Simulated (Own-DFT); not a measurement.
# Computed records: Al₃GaN₄ (wurtzite random alloy, strained, atoms displaced)

Computed with Own-DFT development build. A calculation, not a measurement: plane-wave PBE density functional theory by an unreviewed code, no spin, of a simulated periodic cell, stress positive in tension, free energy of the whole cell less one offset for each atom, forces on such cells passed a denser k mesh, this cell's mesh not checked; offsets are fitted by least squares, one for each functional and potential file, so energies compare only between cells with the same atoms and settings and are not formation energies; the far tail of each file's local potential was reset to the Coulomb form; each entry is a single point on an unrelaxed cell, so the pressure reflects the starting lattice, mostly measured values, from which strain is counted, and rises with the displacements; printed positions are rounded, which can move forces by about a meV/angstrom; the program is a retired in-house code; no spin-orbit coupling.

Settings shared by all entries: functional PBE; potential files PseudoDojo norm-conserving, scalar-relativistic, standard set with the stringent files for Ga; wave cutoff 96 hartree; occupations Gaussian; smearing width 0.01 eV; k mesh 4 x 4 x 3 centred on Gamma.

(1) Al₃GaN₄ (wurtzite random alloy, strained, atoms displaced)

```
CELL_PARAMETERS angstrom
9.62860 0.00000 0.00000
-4.81430 8.33860 0.00000
0.00000 0.00000 10.06550
ATOMIC_POSITIONS crystal
Al 0.10032 0.21875 0.00216
Ga 0.22102 0.11573 0.25068
N 0.10558 0.22486 0.19166
N 0.22104 0.10565 0.43136
Al 0.11945 0.22988 0.49572
Al 0.22017 0.11368 0.75219
N 0.10675 0.22150 0.68354
N 0.22839 0.11619 0.94644
Al 0.11705 0.55540 0.99711
Al 0.22891 0.44654 0.25656
N 0.11540 0.54919 0.19348
N 0.22026 0.45458 0.43497
Al 0.11532 0.56581 0.49874
Al 0.22013 0.43995 0.75038
N 0.10823 0.53947 0.68623
N 0.20867 0.43861 0.94582
Al 0.12059 0.89093 0.00371
Al 0.22261 0.77810 0.25481
N 0.11837 0.89275 0.18762
N 0.22050 0.77497 0.44604
Al 0.10594 0.87638 0.50323
Al 0.21967 0.78596 0.75854
N 0.11598 0.89556 0.69060
N 0.21712 0.76586 0.94023
Ga 0.44646 0.22537 0.00096
Al 0.55273 0.10734 0.24831
N 0.44764 0.22525 0.18324
N 0.54737 0.10442 0.43853
Al 0.44272 0.23117 0.49671
Ga 0.54597 0.10793 0.75523
N 0.45553 0.22912 0.68709
N 0.56048 0.12128 0.94080
Al 0.43699 0.54215 0.00832
Ga 0.55172 0.45050 0.24619
N 0.45127 0.56451 0.18590
N 0.56505 0.44811 0.44177
Ga 0.45137 0.55807 0.51013
Al 0.56193 0.45502 0.75854
N 0.43834 0.54646 0.69322
N 0.56017 0.44874 0.94160
Al 0.44455 0.88713 0.99954
Al 0.55557 0.76104 0.24412
N 0.44524 0.89773 0.19266
N 0.56701 0.79011 0.44676
Al 0.44073 0.89546 0.50244
Ga 0.54579 0.77740 0.75349
N 0.45502 0.88622 0.69015
N 0.54905 0.77644 0.93795
Al 0.78021 0.22732 0.00457
Al 0.88137 0.11496 0.24290
N 0.77930 0.22871 0.18268
N 0.88452 0.11081 0.44356
Ga 0.77856 0.22806 0.51234
Al 0.89824 0.11196 0.75795
N 0.77041 0.22974 0.69552
N 0.89260 0.10674 0.93832
Al 0.78295 0.56416 0.99878
Al 0.88145 0.44281 0.24713
N 0.77749 0.55729 0.19021
N 0.89773 0.45198 0.44377
Al 0.78843 0.56422 0.49828
Ga 0.87821 0.43446 0.75002
N 0.78579 0.55995 0.68492
N 0.88895 0.44031 0.93119
Al 0.78073 0.89185 0.00336
Al 0.87528 0.77327 0.24684
N 0.77566 0.88847 0.18679
N 0.88966 0.77259 0.43987
Ga 0.78887 0.89138 0.50659
Al 0.88831 0.77073 0.74848
N 0.77532 0.88369 0.69199
N 0.87139 0.77482 0.94864
```

| Property | Result |
| --- | --- |
| free energy of cell above offsets | -21.409 eV |
| pressure | -2.45 GPa |
| stress xx | 7.81 GPa |
| stress yy | 5.39 GPa |
| stress zz | -5.84 GPa |
| stress yz | -0.05 GPa |
| stress xz | -0.53 GPa |
| stress xy | 1.33 GPa |

Force:
```csv
element,x (eV/Å),y (eV/Å),z (eV/Å)
Al,1.466,0.53,0.339
Ga,0.308,-0.473,-1.876
N,-0.075,0.313,-0.153
N,-0.304,0.637,3.439
Al,-1.234,-0.672,-0.653
Al,0.657,0.778,-0.383
N,1.086,-0.08,1.157
N,-1.705,-1.103,-1.294
Al,-1.57,-0.816,0.999
Al,-1.192,-0.181,-1.616
N,-1.057,1.057,-0.49
N,1.375,-0.954,1.483
Al,0.314,-1.904,0.601
Al,-0.441,0.061,0.023
N,-0.337,2.09,0.578
N,2.339,-0.436,-0.776
Al,-1.013,-0.104,-0.279
Al,0.101,-0.154,-0.749
N,-0.754,-1.359,0.691
N,-0.034,1.181,-0.429
Al,-0.103,1.526,-1.045
Al,1.438,-1.607,-1.944
N,-0.281,-0.592,0.75
N,-0.226,1.997,0.472
Ga,0.36,0.276,-0.98
Al,-0.136,1.014,0.451
N,0.1,0.094,2.453
N,-0.535,1.45,-0.081
Al,1.209,-1.2,0.043
Ga,1.038,0.306,-1.088
N,-2.482,0.343,0.319
N,0.84,-1.765,1.378
Al,-0.46,1.129,-2.865
Ga,1.626,-1.246,0.746
N,-1.282,-2.441,0.544
N,-0.365,-0.043,-0.084
Ga,-0.504,0.852,-1.907
Al,0.391,-0.906,-1.716
N,0.214,-0.097,1.871
N,-0.383,0.726,0.517
Al,-0.136,0.526,0.445
Al,-1.215,4.6,2.238
N,0.57,-2.016,-0.673
N,-1.091,-1.449,-1.47
Al,1.564,-0.708,-0.439
Ga,2.626,-1.137,-0.487
N,-4.307,0.999,-0.481
N,0.504,-0.313,2.628
Al,-0.163,-0.101,-2.424
Al,0.711,-0.323,1.781
N,-0.402,-0.632,1.709
N,1.157,1.094,-1.175
Ga,-0.02,-0.635,-1.994
Al,-1.591,-0.606,-2.266
N,1.605,-3.256,0.693
N,-1.139,0.24,1.408
Al,0.243,-1.462,0.117
Al,1.34,0.642,0.852
N,0.407,0.181,-0.422
N,-0.933,0.094,-1.134
Al,-0.19,-1.668,-0.09
Ga,1.062,2.262,-1.016
N,-1.416,0.254,0.824
N,-0.263,1.045,3.684
Al,-1.377,-0.46,-1.162
Al,1.879,0.946,0.155
N,-0.264,0.215,0.767
N,0.583,0.766,-0.674
Ga,-1.144,0.371,-0.972
Al,-0.919,1.059,0.705
N,1.096,0.692,1.941
N,2.836,0.551,-1.512
```

(2) Al₃GaN₄ (wurtzite random alloy, strained, atoms displaced)

```
CELL_PARAMETERS angstrom
9.62860 0.00000 0.00000
-4.81430 8.33860 0.00000
0.00000 0.00000 10.06550
ATOMIC_POSITIONS crystal
Ga 0.11235 0.22467 0.01194
Ga 0.22148 0.11395 0.25916
N 0.11457 0.22330 0.19467
N 0.21804 0.10316 0.44679
Al 0.11772 0.22820 0.50603
Al 0.22950 0.11412 0.75434
N 0.11505 0.22849 0.68406
N 0.22135 0.10694 0.94044
Al 0.11226 0.55611 0.99865
Ga 0.21434 0.44450 0.25285
N 0.10927 0.56272 0.18394
N 0.22050 0.43813 0.43816
Al 0.11121 0.55465 0.48794
Al 0.22142 0.44029 0.76134
N 0.11361 0.55379 0.69262
N 0.22143 0.44671 0.94343
Al 0.10674 0.88485 0.99918
Al 0.21458 0.77980 0.25240
N 0.11305 0.88998 0.19128
N 0.22119 0.77205 0.44265
Al 0.11351 0.88727 0.49765
Ga 0.22752 0.77867 0.75099
N 0.11051 0.89122 0.68971
N 0.22576 0.77902 0.94956
Al 0.44134 0.21576 0.00373
Al 0.54818 0.10611 0.24850
N 0.44244 0.21471 0.18464
N 0.55125 0.11255 0.44634
Al 0.44308 0.22836 0.49751
Al 0.55477 0.10847 0.74638
N 0.44155 0.22745 0.68697
N 0.55518 0.11211 0.93844
Al 0.45031 0.55457 0.99968
Al 0.56390 0.45114 0.24637
N 0.44531 0.55672 0.19166
N 0.56184 0.45351 0.44064
Al 0.43606 0.55140 0.50246
Ga 0.56637 0.44695 0.74335
N 0.43951 0.55761 0.69212
N 0.55791 0.44873 0.93833
Al 0.43584 0.88646 0.98761
Al 0.55032 0.77915 0.25025
N 0.44996 0.89473 0.18962
N 0.55306 0.79020 0.44386
Al 0.44395 0.89021 0.49952
Al 0.54460 0.76512 0.75699
N 0.45000 0.89745 0.68468
N 0.56018 0.77068 0.93848
Al 0.77333 0.22515 0.99709
Al 0.88063 0.10718 0.23647
N 0.77851 0.21639 0.19354
N 0.88157 0.10553 0.44102
Ga 0.77126 0.21848 0.50033
Al 0.89098 0.10339 0.75337
N 0.78590 0.22855 0.68561
N 0.89523 0.11946 0.94348
Al 0.78655 0.56256 0.00513
Al 0.88482 0.44382 0.25194
N 0.77731 0.55674 0.19115
N 0.89095 0.44877 0.44149
Al 0.77782 0.56056 0.49079
Ga 0.89144 0.44182 0.75533
N 0.76838 0.54932 0.68304
N 0.89279 0.43614 0.94498
Ga 0.78065 0.89478 0.99542
Al 0.88550 0.77581 0.25186
N 0.78127 0.89317 0.18230
N 0.88538 0.77303 0.44241
Al 0.78020 0.89197 0.49376
Ga 0.89064 0.77720 0.75353
N 0.77363 0.89117 0.69175
N 0.88649 0.77669 0.94903
```

| Item | Value |
| --- | --- |
| free energy of cell above offsets | -23.950 eV |
| pressure | -3.63 GPa |
| stress xx | 7.63 GPa |
| stress yy | 5.94 GPa |
| stress zz | -2.68 GPa |
| stress yz | -0.13 GPa |
| stress xz | -0.02 GPa |
| stress xy | -0.45 GPa |

Force:
```csv
element,x (eV/Å),y (eV/Å),z (eV/Å)
Ga,0.609,0.022,-2.005
Ga,0.445,-0.457,-1.118
N,-1.307,-0.443,1.094
N,0.05,1.276,0.541
Al,-1.151,-1.548,-1.543
Al,-0.997,0.014,-1.066
N,0.296,-0.739,2.662
N,0.287,-0.123,0.357
Al,0.27,-0.146,-0.036
Ga,0.741,0.496,-1.36
N,-0.546,-0.36,1.368
N,-0.28,0.762,1.369
Al,-0.052,-0.53,2.031
Al,-0.257,0.212,-1.912
N,0.549,0.056,-0.601
N,0.697,0.498,0.713
Al,0.372,0.808,0.473
Al,1.521,0.099,-0.709
N,-0.972,-0.639,0.107
N,-0.324,0.787,-0.49
Al,-0.477,-0.631,0.716
Ga,-0.652,-0.216,-0.635
N,0.621,0.455,0.041
N,-1.5,-0.732,-0.836
Al,-0.24,0.836,-1.604
Al,0.887,0.433,0.532
N,0.216,1.42,1.64
N,-1.208,-0.283,-1.283
Al,0.584,-0.328,0.274
Al,0.15,1.439,-0.41
N,0.82,-1.275,0.155
N,-0.022,-0.36,-0.296
Al,-0.617,-0.112,0.244
Al,-1.401,-0.957,0.239
N,0.486,0.233,-0.111
N,-1.036,-0.934,-0.634
Al,0.608,1.291,-0.274
Ga,-2.456,-0.66,1.162
N,-0.234,-0.695,-0.296
N,0.935,-0.759,1.377
Al,2.355,0.82,2.045
Al,0.409,0.237,-0.143
N,-0.941,-1.071,-0.485
N,1.414,-1.818,-0.807
Al,-0.426,0.446,-0.271
Al,0.802,1.72,-1.912
N,0.378,-0.954,1.455
N,-2.06,0.411,0.503
Al,0.721,-1.071,0.755
Al,1.241,0.095,2.191
N,-1.787,1.35,-0.874
N,1.451,0.735,-1.107
Ga,0.813,0.394,-0.754
Al,-0.44,1.364,-1.041
N,-0.425,-1.817,2.278
N,-0.956,-0.151,-0.619
Al,-0.717,-1.372,-0.99
Al,0.668,-0.413,-0.405
N,0.568,0.059,0.345
N,-0.232,0.302,-0.897
Al,0.678,-0.886,1.352
Ga,-0.321,0.462,-1.448
N,2.705,1.778,-0.382
N,-1.187,1.768,0.842
Ga,-0.304,-0.199,-0.196
Al,0.113,0.95,-0.565
N,-0.147,-1.133,2.226
N,0.175,1.297,-0.755
Al,-0.72,-0.316,1.158
Ga,-0.778,-0.267,-0.911
N,0.088,-0.662,-0.015
N,1.449,-0.269,-0.452
```

(3) Al₃GaN₄ (wurtzite random alloy, strained, atoms displaced)

```
CELL_PARAMETERS angstrom
9.62860 0.00000 0.00000
-4.81430 8.33860 0.00000
0.00000 0.00000 10.06550
ATOMIC_POSITIONS crystal
Al 0.10497 0.21853 0.00615
Al 0.21733 0.10643 0.25025
N 0.11778 0.22766 0.19724
N 0.22399 0.11607 0.44218
Al 0.10666 0.22764 0.50864
Al 0.21381 0.10521 0.75219
N 0.11222 0.22319 0.68172
N 0.21313 0.11139 0.94636
Al 0.11881 0.56171 0.99864
Al 0.22718 0.44408 0.24597
N 0.09524 0.54835 0.19297
N 0.21858 0.45027 0.43563
Al 0.11267 0.56345 0.50630
Al 0.22450 0.44553 0.75312
N 0.11659 0.55931 0.68460
N 0.21625 0.43937 0.93691
Al 0.11145 0.88333 0.99620
Ga 0.22611 0.77069 0.24782
N 0.11835 0.88991 0.18426
N 0.20695 0.77160 0.44236
Al 0.11104 0.88467 0.50962
Al 0.23456 0.78532 0.75312
N 0.11116 0.88757 0.68830
N 0.23219 0.78586 0.95537
Al 0.44409 0.21205 0.99890
Al 0.55627 0.10804 0.24347
N 0.44820 0.23048 0.19522
N 0.54708 0.10190 0.43857
Al 0.43972 0.21832 0.49939
Ga 0.56245 0.11955 0.75519
N 0.44113 0.21851 0.68892
N 0.55133 0.10249 0.94554
Al 0.43841 0.55654 0.00164
Al 0.55639 0.44884 0.24331
N 0.44410 0.55056 0.19600
N 0.54632 0.44512 0.43714
Ga 0.44083 0.55072 0.50673
Ga 0.55835 0.45385 0.74416
N 0.45300 0.55455 0.68077
N 0.54815 0.44415 0.94394
Al 0.44156 0.88755 0.99895
Ga 0.56604 0.78776 0.25667
N 0.44599 0.88791 0.19233
N 0.55547 0.77597 0.42525
Al 0.44037 0.89526 0.49699
Al 0.55512 0.77855 0.74578
N 0.43793 0.88608 0.69389
N 0.54363 0.77193 0.93879
Al 0.77298 0.22170 0.99389
Al 0.88063 0.11260 0.25453
N 0.78591 0.21879 0.19029
N 0.89504 0.11525 0.44217
Al 0.77548 0.21686 0.49343
Al 0.88914 0.10384 0.75233
N 0.78707 0.22429 0.69215
N 0.88533 0.10862 0.93508
Ga 0.78207 0.55611 0.00478
Al 0.89060 0.44663 0.25850
N 0.78379 0.55140 0.18189
N 0.89001 0.44205 0.43595
Ga 0.76701 0.55965 0.50390
Ga 0.87588 0.43019 0.76207
N 0.77137 0.55579 0.68666
N 0.89358 0.43925 0.94192
Al 0.77126 0.89079 0.98512
Al 0.88544 0.78090 0.25960
N 0.77491 0.87758 0.18781
N 0.89012 0.77566 0.44828
Al 0.77839 0.89230 0.50762
Ga 0.88681 0.78468 0.74781
N 0.78138 0.88397 0.69951
N 0.88691 0.77031 0.93579
```

| Item | Value |
| --- | --- |
| free energy of cell above offsets | -20.934 eV |
| pressure | -2.35 GPa |
| stress xx | 6.32 GPa |
| stress yy | 7 GPa |
| stress zz | -6.27 GPa |
| stress yz | 0.78 GPa |
| stress xz | -0.28 GPa |
| stress xy | 0.62 GPa |

Force:
```csv
element,x (eV/Å),y (eV/Å),z (eV/Å)
Al,0.13,0.296,0.083
Al,0.656,0.518,0.184
N,-1.072,-1.23,-0.916
N,-0.602,-1.05,0.345
Al,1.297,0.554,-3.74
Al,0.586,0.941,-0.336
N,-0.144,-0.347,3.807
N,1.116,-0.673,-1.023
Al,-0.667,-0.971,0.811
Al,-0.993,0.287,1.069
N,2.63,0.194,-1.468
N,-0.23,-0.539,0.993
Al,-0.042,-1.512,-1.999
Al,-0.376,-0.097,-1.523
N,0.343,0.281,2.865
N,0.182,0.518,0.972
Al,-1.257,0.698,0.853
Ga,-1.42,0.194,0.294
N,-1.398,0.001,0.928
N,1.558,1.28,0.558
Al,-0.477,0.973,-2.371
Al,-1.998,-1.651,0.135
N,0.763,0.426,2.051
N,-1.003,-1.331,-2.49
Al,-1.827,1.671,0.794
Al,-0.55,0.748,0.535
N,0.609,-1.63,-0.95
N,0.639,1.556,-0.095
Al,-0.069,0.527,-0.685
Ga,-0.453,-0.654,-1.343
N,-0.417,-0.076,0.414
N,0.241,0.929,0.413
Al,0.838,-0.756,0.503
Al,0.698,-0.369,0.568
N,-0.831,0.79,-1.691
N,1.405,-1.105,-0.401
Ga,-1.201,0.305,-4.463
Ga,0.603,-1.994,1.8
N,-2.696,1.6,4.056
N,0.35,-0.661,-0.198
Al,1.305,-0.105,1.182
Ga,-0.501,-1.339,-4.787
N,0.248,0.811,-1.037
N,-0.209,1.197,7.736
Al,0.119,-1.977,0.012
Al,-0.457,-0.643,0.422
N,2.058,0.655,-1.053
N,0.637,0.645,-0.59
Al,1.18,-0.239,1.46
Al,2.62,-0.796,-0.588
N,-2.242,0.436,-0.565
N,-1.015,-1.18,0.558
Al,-0.42,1.067,0.455
Al,0.061,1.511,-1.027
N,-0.154,-2.039,-0.961
N,-0.104,0.205,0.92
Ga,-0.794,-0.405,-2.203
Al,-0.568,-0.583,-1.775
N,-0.946,0.517,4.25
N,-0.417,-0.412,2.168
Ga,1.106,-1.526,-1.652
Ga,0.513,2.581,-2.779
N,1.503,0.12,1.661
N,-0.052,0.181,1.54
Al,0.927,-1.326,1.83
Al,1.596,-0.61,-1.499
N,0.585,2.206,-0.842
N,-0.833,1.796,-0.403
Al,0.133,-0.423,-1.496
Ga,3.064,-2.585,0.572
N,-3.697,1.923,-1.664
N,-0.163,1.698,0.815
```

(4) Al₃GaN₄ (wurtzite random alloy, strained, atoms displaced)

```
CELL_PARAMETERS angstrom
9.62860 0.00000 0.00000
-4.81430 8.33860 0.00000
0.00000 0.00000 10.06550
ATOMIC_POSITIONS crystal
Al 0.11188 0.22623 0.01473
Al 0.21603 0.09775 0.24944
N 0.11026 0.21559 0.19440
N 0.21731 0.10967 0.43461
Al 0.12035 0.24029 0.50286
Al 0.21761 0.12085 0.74835
N 0.11305 0.22164 0.68835
N 0.22667 0.10062 0.94580
Al 0.11835 0.55922 0.99834
Ga 0.22167 0.44714 0.24497
N 0.10565 0.54456 0.18775
N 0.21536 0.44477 0.44239
Al 0.10817 0.54594 0.50151
Al 0.22910 0.45142 0.75271
N 0.10610 0.54703 0.68572
N 0.22323 0.43986 0.94915
Al 0.10614 0.89911 0.99939
Al 0.21457 0.78062 0.24466
N 0.10786 0.88247 0.19317
N 0.21543 0.76886 0.43906
Al 0.10851 0.88834 0.50617
Ga 0.21694 0.77517 0.75424
N 0.11811 0.89776 0.69189
N 0.22179 0.77344 0.93365
Al 0.44177 0.21341 0.00907
Al 0.56055 0.11404 0.24696
N 0.44078 0.22155 0.19198
N 0.55261 0.11091 0.45116
Al 0.43412 0.22390 0.49881
Al 0.55238 0.11671 0.74795
N 0.44060 0.21946 0.69525
N 0.54326 0.10515 0.94897
Al 0.43853 0.55610 0.99768
Al 0.55687 0.43934 0.26159
N 0.43738 0.55187 0.19978
N 0.54322 0.43487 0.42909
Al 0.44474 0.56244 0.50385
Ga 0.56080 0.44037 0.75488
N 0.44608 0.56226 0.68679
N 0.55411 0.43796 0.93946
Al 0.44518 0.88429 0.99253
Ga 0.56528 0.78406 0.25522
N 0.44038 0.89621 0.18491
N 0.54866 0.77279 0.43180
Al 0.45132 0.88783 0.49241
Al 0.55333 0.77184 0.74888
N 0.43605 0.88087 0.68600
N 0.56176 0.78607 0.93454
Ga 0.77668 0.22612 0.99673
Al 0.88343 0.11166 0.24308
N 0.77519 0.21919 0.19616
N 0.88357 0.11985 0.44484
Al 0.77210 0.22456 0.49751
Ga 0.89762 0.12148 0.74668
N 0.77146 0.22192 0.68917
N 0.88732 0.11232 0.93977
Al 0.77741 0.55991 0.99350
Ga 0.88385 0.44944 0.24957
N 0.77460 0.54877 0.19207
N 0.89684 0.44042 0.44688
Al 0.78543 0.54940 0.50536
Al 0.88641 0.43986 0.74797
N 0.78407 0.55329 0.68783
N 0.88270 0.44409 0.93424
Ga 0.78503 0.88859 0.00533
Al 0.88350 0.78439 0.25702
N 0.77265 0.88787 0.19034
N 0.88427 0.77802 0.44203
Ga 0.78727 0.88757 0.48899
Al 0.88697 0.76817 0.75127
N 0.78415 0.89854 0.68832
N 0.87488 0.77685 0.92963
```

| Item | Value |
| --- | --- |
| pressure | ? |
| stress xx | ? |

## Withheld values
1. Give the missing pressure for Al₃GaN₄ (wurtzite random alloy, strained, atoms displaced) (entry 4).
2. Al₃GaN₄ (wurtzite random alloy, strained, atoms displaced) (entry 4): stress xx?
3. Give the table of force values for Al₃GaN₄ (wurtzite random alloy, strained, atoms displaced) (entry 4).

Calculated values
1. -2.6 GPa
2. 5.91 GPa
3. 
Force:
```csv
element,x (eV/Å),y (eV/Å),z (eV/Å)
Al,0.233,-0.968,-2.14
Al,0.184,1.647,0.035
N,-0.543,-0.782,0.419
N,-0.321,-0.074,1.475
Al,-0.624,-2.617,-1.231
Al,1.904,-1.526,1.038
N,0.424,2.177,0.252
N,-1.833,2.378,-0.716
Al,-1.161,-0.671,-0.012
Ga,0.05,-0.819,1.316
N,-1.028,2.009,-0.819
N,1.554,0.768,0.331
Al,-0.044,1.721,-0.481
Al,-0.611,-0.672,-0.334
N,0.198,-0.336,1.468
N,-0.512,0.387,-1.327
Al,0.96,-2.605,-0.083
Al,2.152,-1.262,1.062
N,-2.067,0.267,-1.064
N,-0.217,0.649,-0.159
Al,0.933,0.135,-0.981
Ga,0.511,0.172,-2.723
N,-1.534,-0.574,0.279
N,-0.528,0.065,3.36
Al,-0.338,0.775,-0.901
Al,-1.361,-0.593,0.627
N,0.382,-0.213,0.96
N,-0.41,0.314,-1.574
Al,0.977,-0.958,0.025
Al,0.645,-1.752,0.32
N,-0.885,0.239,-1.166
N,0.95,0.237,-1.667
Al,1.699,0.409,1.175
Al,-1.014,0.095,-4.851
N,2.199,0.663,-2.031
N,0.607,1.188,5.624
Al,-0.061,-0.986,-1.873
Ga,-0.744,0.159,-1.12
N,0.205,-0.988,0.882
N,-0.564,0.628,1.869
Al,-0.561,0.637,0.653
Ga,-2.709,-1.4,-2.671
N,0.218,-0.656,0.381
N,0.621,0.173,3.202
Al,-1.846,-0.065,1.01
Al,0.147,2.42,-0.697
N,1.261,0.858,0.232
N,-0.453,-1.74,0.837
Ga,-0.458,-0.73,0.301
Al,0.712,0.621,1.759
N,-0.061,0.233,-0.554
N,1.415,-0.257,-1.371
Al,0.411,-0.824,0.593
Ga,-1.263,-1.277,-0.086
N,-0.299,0.588,0.278
N,1.317,0.714,1.165
Al,-0.072,-1.003,0.874
Ga,1.887,-1.043,0.511
N,-1.985,2.104,-0.751
N,-1.999,0.423,-0.292
Al,-0.95,0.148,-1.57
Al,0.653,-0.26,-0.314
N,-0.244,0.4,0.49
N,0.692,1.377,0.573
Ga,-2.11,0.776,-1.819
Al,1.287,-1.377,-1.006
N,1.987,1.01,1.037
N,2.781,-1.935,-0.478
Ga,-3.064,2.184,2.486
Al,-0.626,2.107,-2.089
N,0.164,-2.169,0.145
N,2.781,-0.721,1.906
```

Further results for Al₃GaN₄ (wurtzite random alloy, strained, atoms displaced) (entry 4):

| Item | Value |
| --- | --- |
| free energy of cell above offsets | -21.472 eV |
| stress yy | 6.5 GPa |
| stress zz | -4.6 GPa |
| stress yz | 0.58 GPa |
| stress xz | 0.67 GPa |
| stress xy | 0.98 GPa |
